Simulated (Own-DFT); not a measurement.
GaN (wurtzite, strained, atoms displaced), GaP (zincblende, strained, atoms displaced) (calculated)

Computed with Own-DFT development build. A calculation, not a measurement: plane-wave PBE density functional theory by an unreviewed code, no spin, of a simulated periodic cell, stress positive in tension, free energy of the whole cell less one offset for each atom, forces on such cells passed a denser k mesh, this cell's mesh not checked; offsets are fitted by least squares, one for each functional and potential file, so energies compare only between cells with the same atoms and settings and are not formation energies; the far tail of each file's local potential was reset to the Coulomb form; each entry is a single point on an unrelaxed cell, so the pressure reflects the starting lattice, mostly measured values (interpolated for alloys), from which strain is counted, and rises with the displacements; printed positions are rounded, which can move forces by about a meV/angstrom; the program, named Own-DFT, is a retired in-house code; no spin-orbit coupling.

Common to all runs: functional PBE.

(1) GaN (wurtzite, strained, atoms displaced)

```xyz
96
Lattice="12.7560 0.0000 0.0000 -4.7835 8.2853 0.0000 0.0000 0.0000 10.6292" Properties=species:S:1:pos:R:3 GaN
Ga     0.0297     1.7913     0.0296
Ga     1.5747     0.8987     2.6137
N     -0.0511     1.9090     2.0440
N      1.6600     0.9541     4.6432
Ga    -0.0244     1.8158     5.3691
Ga     1.6075     0.9008     7.9603
N      0.0035     1.8039     7.3647
N      1.5959     0.8529     9.8935
Ga    -1.5660     4.5822     0.1464
Ga     0.0006     3.6971     2.6330
N     -1.5635     4.5524     1.9867
N      0.0073     3.7398     4.7379
Ga    -1.5556     4.6606     5.2966
Ga    -0.0062     3.6670     7.9908
N     -1.6211     4.5872     7.2880
N      0.0384     3.6204    10.0648
Ga    -3.1600     7.3673     0.0915
Ga    -1.5460     6.4901     2.6508
N     -3.2095     7.4373     2.0700
N     -1.5544     6.4450     4.6444
Ga    -3.2457     7.4426     5.3999
Ga    -1.6869     6.4191     8.1197
N     -3.1707     7.3867     7.3331
N     -1.6185     6.5294    10.0628
Ga     3.1713     1.9319    10.6106
Ga     4.7916     0.9118     2.5968
N      3.3317     1.7996     2.0510
N      4.7958     0.8858     4.6813
Ga     3.2449     1.8127     5.2709
Ga     4.7262     0.9760     7.9436
N      3.1466     1.7594     7.3830
N      4.8369     0.9391     9.8917
Ga     1.6283     4.6602    10.6170
Ga     3.2674     3.7769     2.6083
N      1.6261     4.5755     2.0126
N      3.0705     3.6316     4.7565
Ga     1.6075     4.6859     5.3005
Ga     3.1094     3.6757     8.0276
N      1.5857     4.6628     7.3629
N      3.2175     3.7146     9.9239
Ga     0.0436     7.3317    10.5474
Ga     1.6238     6.4035     2.5965
N     -0.0019     7.3015     1.9833
N      1.6268     6.4231     4.7476
Ga     0.0212     7.3094     5.3225
Ga     1.6048     6.4533     7.9655
N     -0.0907     7.2343     7.3105
N      1.6156     6.4472    10.0285
Ga     6.3660     1.7781     0.0749
Ga     7.9390     1.0359     2.6770
N      6.3427     1.9186     1.9512
N      8.0296     0.9800     4.6838
Ga     6.3183     1.8984     5.2305
Ga     7.9223     0.9971     7.9987
N      6.3879     1.8192     7.2329
N      8.0045     0.8667     9.9877
Ga     4.8150     4.5259     0.0084
Ga     6.3525     3.6975     2.6422
N      4.7789     4.5156     2.0066
N      6.3889     3.7941     4.6219
Ga     4.7941     4.6490     5.2505
Ga     6.3819     3.6369     7.9160
N      4.8154     4.6346     7.3980
N      6.4597     3.7464     9.9212
Ga     3.1504     7.4094     0.1251
Ga     4.8338     6.4675     2.6113
N      3.1395     7.4234     2.0058
N      4.8021     6.4762     4.6610
Ga     3.0633     7.3375     5.2523
Ga     4.8212     6.4882     7.9858
N      3.1807     7.3703     7.2878
N      4.7547     6.4371    10.0955
Ga     9.4762     1.7959    10.5518
Ga    11.0713     0.8272     2.6866
N      9.4830     1.8306     2.0055
N     11.1384     0.8653     4.6403
Ga     9.4399     1.8514     5.2707
Ga    11.2324     0.8464     7.9668
N      9.5455     1.8003     7.3180
N     11.2728     0.8347    10.0104
Ga     8.0162     4.4945    10.6256
Ga     9.5017     3.7400     2.6016
N      8.0111     4.5857     2.0794
N      9.5237     3.8004     4.6770
Ga     8.0031     4.5749     5.3359
Ga     9.5478     3.7188     7.9242
N      7.9619     4.5682     7.2780
N      9.5391     3.7301     9.9394
Ga     6.4356     7.3793    10.6018
Ga     8.0283     6.4518     2.6226
N      6.3984     7.3916     2.1020
N      7.9293     6.4321     4.6507
Ga     6.3264     7.4658     5.3093
Ga     8.0258     6.3947     8.0318
N      6.3823     7.3668     7.3624
N      7.9915     6.4571     9.9436
```

- potential files: PseudoDojo norm-conserving, scalar-relativistic, standard set with the stringent files for Ga
- wave cutoff: 96 hartree
- occupations: Gaussian
- smearing width: 0.01 eV
- k mesh: 3 x 4 x 3 centred on Gamma
- free energy of cell above offsets: -4.264 eV
- pressure: 2.93 GPa
- stress xx: -6.79 GPa
- stress yy: -5.36 GPa
- stress zz: 3.37 GPa
- stress yz: 0.11 GPa
- stress xz: -0.32 GPa
- stress xy: -0.6 GPa

Force:
```
element  x (eV/Å)  y (eV/Å)  z (eV/Å)
     Ga     0.155     0.157     0.321
     Ga     0.247     2.356     1.356
      N     0.362    -1.746    -0.419
      N    -1.252    -0.383     0.038
     Ga     0.424     0.744    -0.715
     Ga    -0.698     -0.23     0.521
      N     0.233     0.548    -0.724
      N      0.51     1.008      1.69
     Ga    -0.126    -0.071    -2.581
     Ga     0.432    -0.262     1.539
      N     -0.96     1.233     1.384
      N     0.086    -0.929    -1.076
     Ga    -0.843    -0.458     0.517
     Ga    -0.248     0.399     0.215
      N     0.324     0.336     0.771
      N    -0.228      1.11    -0.894
     Ga    -1.031     0.424    -0.536
     Ga    -0.974    -0.829     0.932
      N     0.832    -1.723    -1.315
      N    -0.741     0.808    -0.466
     Ga     0.427    -1.175    -1.287
     Ga     0.949    -0.269    -1.329
      N    -0.624    -0.813     0.117
      N     0.605    -1.843    -0.242
     Ga     0.266    -1.818     0.177
     Ga     1.292    -1.351     1.273
      N    -3.212     1.692    -1.563
      N      0.51    -0.141    -1.031
     Ga    -0.847     0.212     1.032
     Ga       1.3    -1.653    -0.119
      N     0.305     1.973    -1.438
      N    -0.583    -0.101     0.986
     Ga    -0.357     -1.16     0.317
     Ga    -2.303    -2.576     1.999
      N     0.106     0.227    -0.505
      N     2.267     1.064    -1.513
     Ga    -0.598    -2.173     1.503
     Ga     1.166     0.237    -1.636
      N    -0.226    -1.281    -0.345
      N    -0.461    -0.076     1.226
     Ga    -0.639     1.113     0.791
     Ga    -0.498     0.449     0.939
      N     1.041     0.957    -0.549
      N    -1.754     0.408    -2.686
     Ga    -0.782     0.406     0.764
     Ga     -0.19     0.744     0.282
      N     0.725     1.413      0.53
      N     0.264     0.282    -0.881
     Ga     0.357     1.061    -1.918
     Ga    -0.371    -1.114      0.46
      N     0.341    -0.965     1.054
      N    -3.626    -1.718    -1.751
     Ga     0.907    -0.015     0.731
     Ga     0.709    -1.587     -0.57
      N    -0.972     0.333     0.098
      N    -1.719     0.362    -0.573
     Ga     0.525     1.264    -0.646
     Ga     0.885     0.394      0.76
      N     1.415     2.398    -0.991
      N    -0.429    -1.554    -0.289
     Ga    -0.914    -0.218     1.507
     Ga     -0.26     0.633     0.489
      N     -0.79    -0.604    -1.061
      N    -1.212    -1.775     0.434
     Ga     0.942    -1.048    -1.501
     Ga    -0.881    -0.311     0.749
      N     0.639    -0.097     1.294
      N    -1.211     0.102    -0.806
     Ga      3.48     1.692       1.6
     Ga    -1.083    -0.466     0.647
      N    -0.018     0.415     0.201
      N     0.315      0.12     -0.47
     Ga     2.607     0.904     0.924
     Ga     0.622     2.699     0.112
      N     1.222     0.617     -0.74
      N    -0.188     2.642     0.032
     Ga     3.502     1.795     1.638
     Ga    -1.238     1.092     0.776
      N     0.541     0.517     0.055
      N    -1.708     1.853    -0.779
     Ga    -0.703     2.126     0.643
     Ga     2.311     -1.64     1.784
      N    -2.068     1.182    -2.064
      N     1.617    -1.937    -1.095
     Ga    -0.983     1.807     0.051
     Ga     0.463    -1.158     0.163
      N    -0.043     0.523     0.367
      N     1.792    -1.243     0.072
     Ga    -0.901    -1.479     0.855
     Ga    -0.897    -0.182     1.696
      N     0.446     -1.59    -2.048
      N     0.475      0.74     0.297
     Ga     0.736    -2.646     0.953
     Ga    -0.748     0.352    -0.992
      N     0.807    -0.689     -0.86
      N     0.655    -0.827     1.337
```

(2) GaP (zincblende, strained, atoms displaced)

```xyz
64
Lattice="10.8620 0.0000 0.0000 0.0000 10.8620 0.0000 0.0000 0.0000 10.9439" Properties=species:S:1:pos:R:3 GaP
Ga     0.0025     0.0219    10.8869
Ga     0.0066     2.7026     2.7433
Ga     2.7041     0.0862     2.7214
Ga     2.6717     2.7227     0.0286
P      1.3540     1.4000     1.3747
P      1.3321     4.0754     4.0524
P      4.0870     1.4305     4.0961
P      4.0335     4.0804     1.4071
Ga     0.0070     0.0378     5.4789
Ga    10.7951     2.7073     8.1936
Ga     2.7590     0.0282     8.1939
Ga     2.7173     2.7022     5.5040
P      1.3491     1.3471     6.8107
P      1.3585     4.0892     9.5802
P      4.0903     1.3579     9.5509
P      4.0690     4.0980     6.8141
Ga     0.0091     5.4728    10.9275
Ga    10.8509     8.1264     2.7607
Ga     2.6949     5.4158     2.7728
Ga     2.7570     8.1498    10.9000
P      1.3329     6.7963     1.3522
P      1.3518     9.4423     4.0975
P      4.1097     6.8075     4.1488
P      4.0620     9.4816     1.4161
Ga     0.0116     5.4568     5.5180
Ga    10.8565     8.1670     8.1440
Ga     2.7000     5.4533     8.1907
Ga     2.7513     8.1241     5.5202
P      1.3548     6.8262     6.8731
P      1.3804     9.5108     9.5567
P      4.0816     6.8003     9.5586
P      4.0663     9.5158     6.8226
Ga     5.4493     0.0184    10.9126
Ga     5.4022     2.6686     2.7565
Ga     8.1609     0.0378     2.7683
Ga     8.1430     2.6981    10.9392
P      6.7554     1.3206     1.3547
P      6.7413     4.0612     4.1274
P      9.5062     1.3705     4.1389
P      9.4693     4.0768     1.3396
Ga     5.4435    10.8458     5.4418
Ga     5.3629     2.6794     8.2401
Ga     8.1306    10.8291     8.2154
Ga     8.1747     2.6958     5.4769
P      6.8254     1.3645     6.8242
P      6.8001     4.0981     9.5861
P      9.5327     1.3854     9.5950
P      9.4844     4.1135     6.8389
Ga     5.4151     5.3950     0.0292
Ga     5.4838     8.1287     2.7050
Ga     8.1488     5.4289     2.7601
Ga     8.2198     8.1606    10.9225
P      6.7545     6.7788     1.4279
P      6.8072     9.4849     4.0865
P      9.5019     6.8128     4.1281
P      9.5089     9.4676     1.3526
Ga     5.4306     5.4614     5.4574
Ga     5.4447     8.1283     8.2040
Ga     8.1288     5.4491     8.2463
Ga     8.1477     8.1472     5.4476
P      6.7630     6.7772     6.8382
P      6.7984     9.5299     9.5873
P      9.4727     6.8208     9.5800
P      9.5135     9.4865     6.8324
```

* potential files: PseudoDojo norm-conserving, scalar-relativistic, standard set
* wave cutoff: 42 hartree
* occupations: Fermi-Dirac
* smearing width: 0.1 eV
* hardware: one NVIDIA H100
* k mesh: 3 x 3 x 3 centred on Gamma
* free energy of cell above offsets: -35.152 eV
* pressure: 3.13 GPa
* stress xx: -3.32 GPa
* stress yy: -3.31 GPa
* stress zz: -2.76 GPa
* stress yz: -0.18 GPa
* stress xz: 0.21 GPa
* stress xy: 0 GPa
* wall time: 514 s

Force:
```
element  x (eV/Å)  y (eV/Å)  z (eV/Å)
     Ga     0.246    -0.392     0.646
     Ga     -0.56     0.344    -0.255
     Ga      0.08    -0.793     0.411
     Ga     0.491     0.235    -0.366
      P      -0.4    -0.565     -0.28
      P     0.043    -0.063     1.103
      P    -0.441    -1.069     0.571
      P     0.284    -0.304    -0.215
     Ga      0.05    -0.878    -0.291
     Ga     0.704     0.401      -0.1
     Ga    -0.454     -0.26    -0.089
     Ga    -0.229     0.517     -0.41
      P      0.08     0.291     0.618
      P    -0.233    -0.172    -0.341
      P    -0.668     -0.03     0.859
      P    -0.028    -0.119     0.362
     Ga    -0.286    -0.331     0.068
     Ga      0.05      0.05    -0.387
     Ga     0.146     0.682    -0.205
     Ga    -0.363     0.059     0.519
      P     0.527     0.102     0.187
      P     0.325     0.868     0.228
      P    -0.425    -0.002    -0.657
      P     0.149     0.527    -0.539
     Ga     0.071    -0.095    -0.468
     Ga    -0.049     0.044     0.867
     Ga     0.171    -0.231     0.207
     Ga    -0.304     0.208    -0.436
      P     0.153    -0.391    -0.334
      P    -0.055     0.083      -0.2
      P     0.162    -0.403     0.114
      P     0.421     0.044     0.249
     Ga    -0.524    -0.572     0.382
     Ga     0.504     0.777    -0.623
     Ga    -0.012    -0.466    -0.443
     Ga    -0.263     0.131     0.152
      P     0.406     0.477     0.275
      P     0.575    -0.151      -0.2
      P      0.23     -0.02    -0.423
      P     0.406     0.025     0.301
     Ga     0.028     0.228     0.026
     Ga     0.953     0.799    -0.708
     Ga     0.386     0.375    -0.115
     Ga     -0.41     0.621     0.005
      P    -0.521    -0.179      0.34
      P    -0.441    -0.585    -0.037
      P    -0.682    -0.412    -0.385
      P    -0.033    -0.161     0.132
     Ga    -0.026     0.312      0.02
     Ga    -0.663     0.358     0.579
     Ga    -0.143    -0.183     0.118
     Ga    -1.174    -0.091     0.475
      P     0.836    -0.205    -1.114
      P    -0.071     0.277     0.009
      P     0.057    -0.526    -0.066
      P     0.297     0.878     0.379
     Ga     0.037    -0.389     0.205
     Ga    -0.036     0.441         0
     Ga    -0.024      0.08    -0.329
     Ga    -0.174    -0.024     0.416
      P     0.493     0.168    -0.021
      P    -0.062    -0.588    -0.052
      P     0.705    -0.244    -0.513
      P     -0.31     0.494     -0.22
```

(3) GaP (zincblende, strained, atoms displaced)

```xyz
64
Lattice="10.8620 0.0000 0.0000 0.0000 10.8620 0.0000 0.0000 0.0000 10.9439" Properties=species:S:1:pos:R:3 GaP
Ga    10.8277     0.0542    10.9046
Ga     0.0117     2.6926     2.7373
Ga     2.7415     0.0437     2.6982
Ga     2.7582     2.6701    10.9319
P      1.3383     1.3698     1.3773
P      1.3284     4.0997     4.0913
P      4.0955     1.4461     4.0732
P      4.1069     4.1212     1.4112
Ga     0.0086    10.8070     5.4664
Ga    10.8439     2.7312     8.1870
Ga     2.7132     0.0563     8.2700
Ga     2.7195     2.7152     5.4200
P      1.3478     1.3743     6.8487
P      1.3444     4.0550     9.5764
P      4.0494     1.3712     9.5689
P      4.0854     4.1105     6.7904
Ga     0.0165     5.4321     0.0431
Ga     0.0501     8.1750     2.7868
Ga     2.7103     5.4550     2.7128
Ga     2.7018     8.1482     0.0450
P      1.3754     6.8108     1.3891
P      1.3067     9.4450     4.1147
P      4.0303     6.7744     4.0579
P      4.1031     9.4684     1.3892
Ga    10.8547     5.4147     5.5231
Ga    10.8445     8.1308     8.2022
Ga     2.7807     5.4453     8.2005
Ga     2.6884     8.1368     5.3938
P      1.3479     6.8025     6.8891
P      1.3594     9.4751     9.5615
P      4.1127     6.7365     9.5932
P      4.0782     9.4647     6.8818
Ga     5.4308    10.8361    10.9027
Ga     5.4402     2.7325     2.7468
Ga     8.1477    10.8309     2.7317
Ga     8.1524     2.7460    10.9070
P      6.7004     1.3830     1.3495
P      6.8014     4.1122     4.0915
P      9.4685     1.3793     4.1014
P      9.4505     4.0495     1.3676
Ga     5.4068    10.8336     5.4990
Ga     5.3891     2.6940     8.2090
Ga     8.1195    10.8552     8.2281
Ga     8.1190     2.7409     5.4963
P      6.8501     1.3200     6.8612
P      6.8170     4.0587     9.5989
P      9.5723     1.4048     9.5382
P      9.5116     4.1158     6.7876
Ga     5.4174     5.4622     0.0365
Ga     5.4176     8.1214     2.7281
Ga     8.1071     5.4433     2.7656
Ga     8.1363     8.1487    10.9300
P      6.7576     6.8008     1.3683
P      6.8198     9.4821     4.0686
P      9.4692     6.8178     4.0781
P      9.4793     9.4927     1.3621
Ga     5.3590     5.3964     5.4494
Ga     5.4176     8.0677     8.2296
Ga     8.2191     5.4291     8.2002
Ga     8.1501     8.1879     5.4962
P      6.8293     6.8017     6.8561
P      6.7584     9.5253     9.5904
P      9.4931     6.8187     9.6135
P      9.4692     9.5418     6.8490
```

- potential files: PseudoDojo norm-conserving, scalar-relativistic, standard set
- wave cutoff: 42 hartree
- occupations: Fermi-Dirac
- smearing width: 0.1 eV
- hardware: one NVIDIA H100
- k mesh: 3 x 3 x 3 centred on Gamma
- stress xx: ?

## Withheld values
1. Give the missing stress xx for GaP (zincblende, strained, atoms displaced) (entry 3).
2. Give the table of force values for GaP (zincblende, strained, atoms displaced) (entry 3).

## Answers
1. -3.36 GPa
2. 
Force:
```
element  x (eV/Å)  y (eV/Å)  z (eV/Å)
     Ga     0.356    -0.737      0.36
     Ga    -0.463     0.382     0.088
     Ga    -0.165    -0.395     0.412
     Ga     -0.44     0.864     0.566
      P     0.267    -0.199     -0.37
      P     0.192    -0.039      0.01
      P     -0.11    -1.166      0.45
      P    -0.469    -0.578    -0.465
     Ga    -0.322     0.746     0.122
     Ga     0.306     0.441    -0.377
     Ga    -0.299    -0.712    -0.724
     Ga    -0.395     0.286     0.387
      P     0.223    -0.204    -0.392
      P      0.46     0.276    -0.013
      P     0.556     -0.27     0.208
      P    -0.444    -0.895     0.574
     Ga    -0.249    -0.093    -0.111
     Ga    -1.055    -0.615    -0.918
     Ga    -0.285    -0.406     0.089
     Ga     0.289    -0.034    -0.531
      P    -0.389    -0.105    -0.031
      P     1.064     1.373    -0.092
      P     0.402     0.153     0.425
      P    -0.334     0.544    -0.321
     Ga     0.276     0.831    -0.806
     Ga    -0.229     0.347      0.09
     Ga    -0.667    -0.274     0.159
     Ga     0.235    -0.127     0.997
      P     0.342    -0.207    -0.566
      P    -0.088      0.39     0.332
      P     -0.64     0.575     0.259
      P    -0.498     0.199    -0.264
     Ga     -0.37     0.348     0.523
     Ga     0.275     0.456    -0.209
     Ga    -0.261     0.619    -0.323
     Ga     -0.08    -0.714     0.321
      P     0.983    -0.353    -0.115
      P    -0.436    -0.463     0.447
      P     0.311    -0.346     0.167
      P      0.52     0.374     0.337
     Ga     0.303     0.087    -0.332
     Ga     0.697     0.355    -0.264
     Ga     0.514      0.09     0.409
     Ga     0.101    -0.069    -0.258
      P    -1.005     0.508    -0.233
      P    -0.589     0.502    -0.616
      P    -1.165    -0.326     0.133
      P    -0.232    -0.752     0.677
     Ga     0.535    -0.582    -0.186
     Ga     0.283     0.079     0.341
     Ga     0.378     0.193    -0.563
     Ga    -0.284     0.154     0.291
      P     0.424    -0.016     -0.02
      P     -0.72     0.124     0.434
      P     0.482    -0.175     0.517
      P     0.568     0.172    -0.103
     Ga     0.995     0.897    -0.178
     Ga     0.378     0.459    -0.126
     Ga     -0.56      0.08     0.288
     Ga    -0.057    -0.276    -0.228
      P    -0.427    -0.459    -0.328
      P     0.252    -0.578     -0.39
      P     0.362    -0.405    -0.184
      P     0.399    -0.337     0.224
```

Further results for GaP (zincblende, strained, atoms displaced) (entry 3):

- free energy of cell above offsets: -34.878 eV
- pressure: 3.19 GPa
- stress yy: -3.34 GPa
- stress zz: -2.86 GPa
- stress yz: -0.02 GPa
- stress xz: 0.26 GPa
- stress xy: -0.09 GPa
- wall time: 502.1 s
